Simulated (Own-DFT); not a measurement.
GaP (zincblende, strained, atoms displaced), SiC (2H silicon carbide, atoms displaced), Si₃N₄ (beta silicon nitride, strained, atoms displaced) (calculated)

All values are calculated (Own-DFT development build). A calculation, not a measurement: plane-wave PBE density functional theory by an unreviewed code, no spin, of a simulated periodic cell, stress positive in tension, free energy of the whole cell less one offset for each atom, forces on such cells passed a denser k mesh, this cell's mesh not checked; offsets are fitted by least squares, one for each functional and potential file, so energies compare only between cells with the same atoms and settings and are not formation energies; the far tail of each file's local potential was reset to the Coulomb form; each entry is a single point on an unrelaxed cell, so the pressure reflects the starting lattice, mostly measured values (interpolated for alloys), from which strain is counted, and rises with the displacements; printed positions are rounded, which can move forces by about a meV/angstrom; the program, named Own-DFT, is a retired in-house code; no spin-orbit coupling.

Settings shared by all entries: functional PBE; potential files PseudoDojo norm-conserving, scalar-relativistic, standard set; wave cutoff 42 hartree; occupations Fermi-Dirac; smearing width 0.1 eV.

(1) GaP (zincblende, strained, atoms displaced)

```
GaP
1.0
     10.8620     0.0000     0.0000
      0.0000    10.8620     0.0000
      0.0000     0.0000    10.9439
Ga P Ga P Ga P Ga P Ga P Ga P Ga P Ga P
4 4 4 4 4 4 4 4 4 4 4 4 4 4 4 4
Direct
  0.00145 0.99818 0.99180
  0.99545 0.23447 0.24246
  0.25129 0.99712 0.25150
  0.26443 0.26051 0.00124
  0.12184 0.11785 0.13676
  0.13279 0.37132 0.37244
  0.37093 0.11853 0.36189
  0.38320 0.37425 0.11914
  0.99920 0.00933 0.50036
  0.00896 0.25831 0.75276
  0.23150 0.99658 0.74422
  0.24797 0.25432 0.50737
  0.12645 0.12442 0.62992
  0.14415 0.37428 0.87324
  0.36977 0.12357 0.87130
  0.37687 0.37082 0.62607
  0.01094 0.50793 0.99565
  0.01021 0.75143 0.23663
  0.23127 0.50864 0.26590
  0.24219 0.75699 0.99704
  0.12991 0.62726 0.12577
  0.12272 0.87687 0.37268
  0.38077 0.62387 0.36966
  0.37273 0.86825 0.12587
  0.00375 0.50309 0.50496
  0.00510 0.73683 0.75991
  0.25087 0.48879 0.75587
  0.26010 0.74595 0.49967
  0.11822 0.61843 0.62604
  0.12135 0.86909 0.86580
  0.36873 0.62789 0.87084
  0.37489 0.88029 0.62123
  0.51170 0.99492 0.00101
  0.49268 0.24215 0.25888
  0.74361 0.99983 0.24918
  0.75180 0.24604 0.00020
  0.62934 0.11472 0.12482
  0.63126 0.36840 0.37287
  0.88613 0.12117 0.36551
  0.87577 0.36754 0.11208
  0.49217 0.99972 0.49047
  0.49401 0.25591 0.76099
  0.75957 0.00223 0.74254
  0.75536 0.24249 0.49575
  0.62334 0.12437 0.61915
  0.62524 0.37544 0.86608
  0.86014 0.12607 0.86132
  0.87733 0.36831 0.61732
  0.50806 0.50932 0.99431
  0.50373 0.75484 0.24319
  0.76403 0.49097 0.23972
  0.75651 0.75094 0.00569
  0.62064 0.62292 0.11873
  0.62447 0.89455 0.37919
  0.85699 0.62456 0.36287
  0.87148 0.87409 0.12928
  0.49645 0.48419 0.49214
  0.49948 0.74577 0.74624
  0.75385 0.49690 0.76068
  0.74954 0.73146 0.50587
  0.62158 0.62754 0.61198
  0.63800 0.87356 0.86966
  0.87457 0.63039 0.86964
  0.85764 0.87744 0.61641
```

It was run with hardware one NVIDIA H100 and k mesh 3 x 3 x 3 centred on Gamma.

The calculation gives: free energy of cell above offsets -29.317 eV; pressure 4.45 GPa; stress xx -4.45 GPa; stress yy -4.75 GPa; stress zz -4.17 GPa; stress yz -0.25 GPa; stress xz 0.18 GPa; stress xy -1.45 GPa; wall time 573.2 s.

Force:
| element | x (eV/Å) | y (eV/Å) | z (eV/Å) |
| --- | --- | --- | --- |
| Ga | -0.878 | 0.456 | 0.453 |
| Ga | 0.463 | 2.283 | -0.011 |
| Ga | -0.513 | -0.957 | -0.589 |
| Ga | -0.788 | -1.866 | 0.321 |
| P | 1.161 | 0.028 | -2.708 |
| P | -2.166 | -0.762 | 0.727 |
| P | -0.647 | 0.725 | 2.314 |
| P | 0.292 | 1.311 | 1.493 |
| Ga | -0.037 | -1.307 | 0.201 |
| Ga | -0.884 | -0.444 | -0.095 |
| Ga | 2.342 | -0.305 | 0.376 |
| Ga | 0.519 | -0.934 | -0.777 |
| P | -1.01 | 0.967 | -1.013 |
| P | -2.556 | -0.706 | 1.551 |
| P | 0.156 | -0.882 | 0.565 |
| P | -0.075 | 0.365 | 0.092 |
| Ga | -0.563 | -0.761 | -0.361 |
| Ga | -1.489 | 0.44 | 1.44 |
| Ga | 2.34 | 0.053 | -1.338 |
| Ga | 1.035 | -0.429 | 0.023 |
| P | -0.04 | -0.37 | -0.721 |
| P | 0.361 | -0.639 | 0.791 |
| P | -0.089 | -0.165 | 0.222 |
| P | -0.023 | 0.956 | -0.811 |
| Ga | -1.276 | -0.829 | -1.677 |
| Ga | -0.638 | 1.12 | -2.263 |
| Ga | 1.028 | 1.97 | -1.994 |
| Ga | -0.907 | 0.185 | -0.055 |
| P | 1.836 | 0.728 | 0.466 |
| P | -0.16 | 0.571 | 1.019 |
| P | 0.279 | -0.087 | 0.254 |
| P | -0.305 | -0.358 | 0.656 |
| Ga | -1.037 | -0.414 | -0.83 |
| Ga | 1.364 | 0.959 | -1.558 |
| Ga | 1.294 | -0.087 | 0.3 |
| Ga | -1.195 | -0.359 | -0.661 |
| P | -0.631 | 1.833 | -0.079 |
| P | -0.073 | -0.098 | -0.597 |
| P | -1.992 | -0.208 | 0.989 |
| P | 1.503 | 0.518 | 0.317 |
| Ga | -0.107 | 1.034 | 0.999 |
| Ga | 0.38 | -1.284 | -1.368 |
| Ga | -2.26 | -0.444 | -0.619 |
| Ga | -0.192 | -0.319 | -0.124 |
| P | -0.523 | 0.216 | 0.527 |
| P | 0.12 | 0.048 | 1.764 |
| P | 2.745 | 1.014 | 1.501 |
| P | 0.173 | 0.795 | 0.954 |
| Ga | -1.191 | -1.041 | -0.667 |
| Ga | 0.52 | 0.004 | 0.934 |
| Ga | -1.908 | -0.181 | -0.182 |
| Ga | -0.722 | -0.155 | -0.421 |
| P | 1.583 | 0.455 | 0.967 |
| P | 0.333 | -3.027 | -0.474 |
| P | 2.749 | 0.335 | 0.517 |
| P | 0.82 | 0.423 | -0.503 |
| Ga | 0.527 | 0.929 | 0.059 |
| Ga | 0.279 | 0.743 | -0.038 |
| Ga | 0.067 | 0.205 | -2.234 |
| Ga | 0.321 | 2.304 | -1.603 |
| P | -1.31 | -2.265 | 2.013 |
| P | -0.78 | -0.253 | 0.071 |
| P | -0.259 | -1.063 | 1.641 |
| P | 2.635 | -0.975 | -0.146 |

(2) SiC (2H silicon carbide, atoms displaced)

```
SiC
1.0
      6.1654     0.0000     0.0000
     -3.0827     5.3394     0.0000
      0.0000     0.0000    10.0681
Si C Si C Si C Si C Si C Si C Si C Si C
2 2 2 2 2 2 2 2 2 2 2 2 2 2 2 2
Direct
  0.99837 0.00393 0.99838
  0.16867 0.34013 0.25100
  0.00108 0.00508 0.18550
  0.17338 0.33839 0.44270
  0.00013 0.99743 0.50183
  0.16671 0.33140 0.74868
  0.00057 0.99942 0.68565
  0.16144 0.32798 0.93655
  0.99945 0.50272 0.00204
  0.16952 0.83536 0.25487
  0.99495 0.49725 0.19048
  0.16041 0.83537 0.44325
  0.99624 0.50421 0.49725
  0.17685 0.83331 0.74925
  0.00702 0.50238 0.68949
  0.15934 0.82453 0.93525
  0.49509 0.00423 0.99865
  0.66574 0.33094 0.24692
  0.50862 0.00152 0.18993
  0.66153 0.33318 0.43685
  0.49982 0.99605 0.50333
  0.66527 0.32672 0.75002
  0.49412 0.99560 0.68679
  0.67172 0.33472 0.93648
  0.49774 0.49631 0.99672
  0.65563 0.82625 0.24923
  0.50454 0.49631 0.19011
  0.66114 0.83976 0.44279
  0.50183 0.50140 0.49882
  0.66665 0.83925 0.75179
  0.50130 0.50064 0.68987
  0.66759 0.83481 0.93730
```

It was run with hardware one NVIDIA H100 and k mesh 5 x 5 x 3 centred on Gamma.

The calculation gives: free energy of cell above offsets -4.858 eV; pressure 3.62 GPa; stress xx -3.12 GPa; stress yy -3.04 GPa; stress zz -4.7 GPa; stress yz 0.14 GPa; stress xz 0.11 GPa; stress xy 0.59 GPa; wall time 118.5 s.

Force:
| element | x (eV/Å) | y (eV/Å) | z (eV/Å) |
| --- | --- | --- | --- |
| Si | 0.37 | -0.839 | 0.247 |
| Si | 0.339 | -1.054 | 0.331 |
| C | 0.113 | -0.517 | 0.926 |
| C | -1.001 | -0.41 | -1.052 |
| Si | -1.097 | 1.058 | -0.184 |
| Si | 0.188 | 0.066 | -0.203 |
| C | 0.153 | -0.177 | 0.976 |
| C | 0.169 | 0.864 | 0.216 |
| Si | 0.491 | -0.604 | -0.244 |
| Si | -0.695 | 0.324 | -0.826 |
| C | 0.595 | 0.993 | -0.28 |
| C | 1.096 | -0.105 | -0.974 |
| Si | 0.631 | -0.889 | 0.981 |
| Si | -2.102 | -0.581 | 0.086 |
| C | -0.819 | -0.54 | -0.6 |
| C | 0.202 | 1.365 | 0.62 |
| Si | 0.721 | -0.814 | 0.293 |
| Si | 0.153 | -0.082 | 1.185 |
| C | -1.592 | -0.473 | -0.698 |
| C | 0.577 | -0.273 | 0.058 |
| Si | -1.198 | 0.992 | -0.591 |
| Si | 0.049 | 1.268 | -0.423 |
| C | 1.043 | 0.805 | 0.469 |
| C | -0.69 | -0.311 | 0.412 |
| Si | -0.061 | 0.406 | 0.323 |
| Si | 1.794 | 0.86 | 0.558 |
| C | -1.119 | 0.224 | -1.013 |
| C | 1.413 | -0.896 | -1.218 |
| Si | -0.174 | 0.292 | 0.918 |
| Si | 0.883 | -0.918 | -0.522 |
| C | 0.286 | 0.016 | -0.143 |
| C | -0.717 | -0.051 | 0.372 |

(3) Si₃N₄ (beta silicon nitride, strained, atoms displaced)

```
Si3N4
1.0
      7.7084     0.1358     0.0522
     -3.7366     6.5374     0.0510
      0.0599     0.1022     8.7432
Si N Si N Si N
6 8 6 8 6 8
Direct
  0.18012 0.78170 0.08463
  0.22857 0.39624 0.08665
  0.60215 0.82118 0.08919
  0.83281 0.23594 0.26072
  0.76953 0.59715 0.25349
  0.40059 0.17784 0.25532
  0.33443 0.02539 0.09583
  0.95350 0.29893 0.07536
  0.69806 0.67211 0.09528
  0.67317 0.96874 0.25598
  0.03701 0.69417 0.24774
  0.29636 0.34346 0.24579
  0.33412 0.66936 0.08281
  0.67390 0.33944 0.24672
  0.17996 0.76789 0.41427
  0.23646 0.39472 0.40673
  0.59575 0.82507 0.41546
  0.83423 0.23475 0.57956
  0.76751 0.60086 0.58434
  0.41490 0.18057 0.57625
  0.33187 0.03510 0.41676
  0.95255 0.30021 0.40951
  0.71569 0.67289 0.40949
  0.66068 0.95992 0.58121
  0.02848 0.69387 0.58357
  0.30996 0.33860 0.58479
  0.33169 0.66635 0.42225
  0.67307 0.33955 0.58233
  0.17490 0.76003 0.74990
  0.22713 0.40101 0.75994
  0.58018 0.81857 0.74582
  0.84079 0.23021 0.91537
  0.77759 0.59871 0.91093
  0.40170 0.17144 0.91551
  0.33253 0.04357 0.74733
  0.97104 0.31048 0.74762
  0.70794 0.67447 0.73876
  0.67534 0.96583 0.91482
  0.03287 0.69973 0.91812
  0.31668 0.33925 0.91979
  0.34269 0.65882 0.75540
  0.66784 0.34072 0.91933
```

It was run with k mesh 3 x 3 x 3 centred on Gamma.

The calculation gives: free energy of cell above offsets -2.154 eV; pressure 4.61 GPa; stress xx 0.48 GPa; stress yy -2 GPa; stress zz -12.32 GPa; stress yz 1.55 GPa; stress xz 1.29 GPa; stress xy 6.88 GPa.

Force:
| element | x (eV/Å) | y (eV/Å) | z (eV/Å) |
| --- | --- | --- | --- |
| Si | 0.766 | -3.637 | -0.205 |
| Si | -3.829 | 3.395 | -4.074 |
| Si | -3.979 | 1.871 | -0.803 |
| Si | -4.442 | -2.496 | -6.94 |
| Si | 3.467 | -1.057 | -2.19 |
| Si | 3.146 | 1.06 | -1.862 |
| N | -0.694 | 3.496 | -1.754 |
| N | 4.868 | 1.277 | 3.956 |
| N | 2.864 | -1.466 | -2.707 |
| N | -0.002 | 1.151 | -1.468 |
| N | -1.403 | 0.182 | 1.067 |
| N | 4.221 | -3.381 | 0.035 |
| N | 0.713 | -0.578 | 0 |
| N | -2.064 | -1.474 | 0.593 |
| Si | -1.703 | -0.327 | 0.222 |
| Si | -4.161 | 3.311 | 5.953 |
| Si | -0.35 | -1.451 | 0.635 |
| Si | -2.626 | -1.117 | 1.365 |
| Si | 2.916 | -1.358 | -2.524 |
| Si | 0.888 | 0.645 | 1.72 |
| N | -0.37 | -0.73 | 0.394 |
| N | 6.726 | 2.362 | 4.222 |
| N | -3.002 | 1.553 | 3.462 |
| N | 0.254 | 2.424 | -0.212 |
| N | 0.759 | 0.726 | 0.092 |
| N | -1.063 | -0.401 | -1.13 |
| N | 2.141 | -1.006 | -0.456 |
| N | -0.059 | -1.132 | -0.126 |
| Si | -0.23 | 1.362 | -0.668 |
| Si | 0.854 | -0.035 | -2.264 |
| Si | 3.097 | 1.573 | 1.746 |
| Si | -5.272 | -1.631 | -1.174 |
| Si | -1.18 | -0.372 | 1.187 |
| Si | 3.499 | 0.693 | 0.833 |
| N | 0.268 | -3.039 | 0.264 |
| N | 1.859 | -0.156 | -0.722 |
| N | -1.868 | 1.189 | 3.806 |
| N | -0.075 | -0.012 | -0.375 |
| N | 0.162 | 0.867 | 0.079 |
| N | -2.158 | -0.284 | 0.61 |
| N | -3.701 | -0.067 | -0.119 |
| N | 0.765 | -1.928 | -0.47 |

(4) Si₃N₄ (beta silicon nitride, strained, atoms displaced)

```
Si3N4
1.0
      7.4656     0.1512    -0.1070
     -3.6019     6.4571    -0.0456
     -0.1227    -0.1313     8.8948
Si N Si N Si N
6 8 6 8 6 8
Direct
  0.16629 0.76568 0.08614
  0.22947 0.39634 0.08699
  0.59219 0.82950 0.08381
  0.83331 0.23721 0.24263
  0.76826 0.59388 0.24898
  0.39284 0.15504 0.25311
  0.34370 0.02894 0.07933
  0.96765 0.30933 0.08972
  0.70543 0.66359 0.08537
  0.66690 0.96276 0.25473
  0.02618 0.69008 0.25276
  0.30636 0.34654 0.24102
  0.33728 0.67435 0.08103
  0.67708 0.33894 0.24926
  0.17070 0.76826 0.41669
  0.21899 0.39645 0.42877
  0.59810 0.82997 0.41815
  0.83508 0.23860 0.58338
  0.76809 0.59402 0.57805
  0.41433 0.19183 0.59126
  0.34097 0.03810 0.40856
  0.95453 0.28094 0.41189
  0.70320 0.67221 0.42022
  0.66027 0.95794 0.57667
  0.03147 0.69793 0.59020
  0.30241 0.33259 0.57716
  0.33954 0.66370 0.41685
  0.66184 0.33569 0.59154
  0.18063 0.77243 0.74921
  0.22931 0.40081 0.73777
  0.60794 0.83237 0.75662
  0.82199 0.23829 0.91903
  0.77690 0.59448 0.91512
  0.40557 0.16815 0.91558
  0.32942 0.03016 0.75046
  0.97652 0.30442 0.75135
  0.69073 0.66995 0.74695
  0.66771 0.97453 0.91697
  0.03075 0.69348 0.91477
  0.30985 0.33836 0.91292
  0.31693 0.65081 0.75973
  0.66692 0.33738 0.91135
```

It was run with k mesh 3 x 3 x 3 centred on Gamma.

It finds free energy of cell above offsets -1.710 eV; pressure 10.23 GPa; stress xx -17.08 GPa; stress yy -10.43 GPa; stress zz -3.19 GPa; stress yz -3.51 GPa; stress xz -7.09 GPa; stress xy 8.1 GPa.

Force:
| element | x (eV/Å) | y (eV/Å) | z (eV/Å) |
| --- | --- | --- | --- |
| Si | 1.169 | 0.044 | -0.388 |
| Si | -1.385 | 3.306 | -4.46 |
| Si | 0.49 | -0.983 | 0.288 |
| Si | -1.608 | -2.781 | 1.321 |
| Si | -0.69 | -0.266 | 1.118 |
| Si | 1.355 | 5.4 | -3.575 |
| N | -1.203 | -0.465 | 0.523 |
| N | 1.451 | -0.186 | -2.552 |
| N | -1.364 | 1.616 | -1.923 |
| N | 0.381 | 1.87 | -1.325 |
| N | 0.566 | 1.337 | -0.711 |
| N | 2.307 | -3.169 | 5.696 |
| N | -0.181 | -2.072 | 0.269 |
| N | -2.732 | -2.012 | 0.257 |
| Si | 1.469 | 0.325 | 1.073 |
| Si | -0.608 | 2.378 | -6.231 |
| Si | -1.071 | -1.577 | -2.134 |
| Si | -1.566 | -2.628 | -0.148 |
| Si | -0.08 | 1.156 | 1.959 |
| Si | 2.003 | -4.866 | -1.269 |
| N | -1.042 | -2.417 | 4.682 |
| N | 2.443 | 1.521 | 2.636 |
| N | 1.153 | -0.703 | -1.911 |
| N | 0.306 | 3.876 | 4.482 |
| N | -0.594 | 0.154 | -2.611 |
| N | -0.879 | -0.041 | 2.195 |
| N | -2.05 | -0.455 | 0.546 |
| N | 2.249 | 0.434 | -0.387 |
| Si | -1.06 | -0.978 | 1.382 |
| Si | 0.535 | 0.51 | 4.254 |
| Si | -4.857 | 0.181 | -2.507 |
| Si | 2.81 | -0.438 | -0.515 |
| Si | -2.372 | 0.862 | -0.033 |
| Si | 0.057 | 1.417 | 1.048 |
| N | 0.091 | 0.952 | -1.357 |
| N | -1.627 | -1.728 | -0.141 |
| N | 4.529 | -2.562 | 0.274 |
| N | 0.471 | 0.485 | 1.16 |
| N | 0.062 | 1.087 | -0.309 |
| N | -0.905 | -0.897 | 0.264 |
| N | 3.192 | 3.27 | -0.871 |
| N | -1.212 | -0.958 | -0.069 |
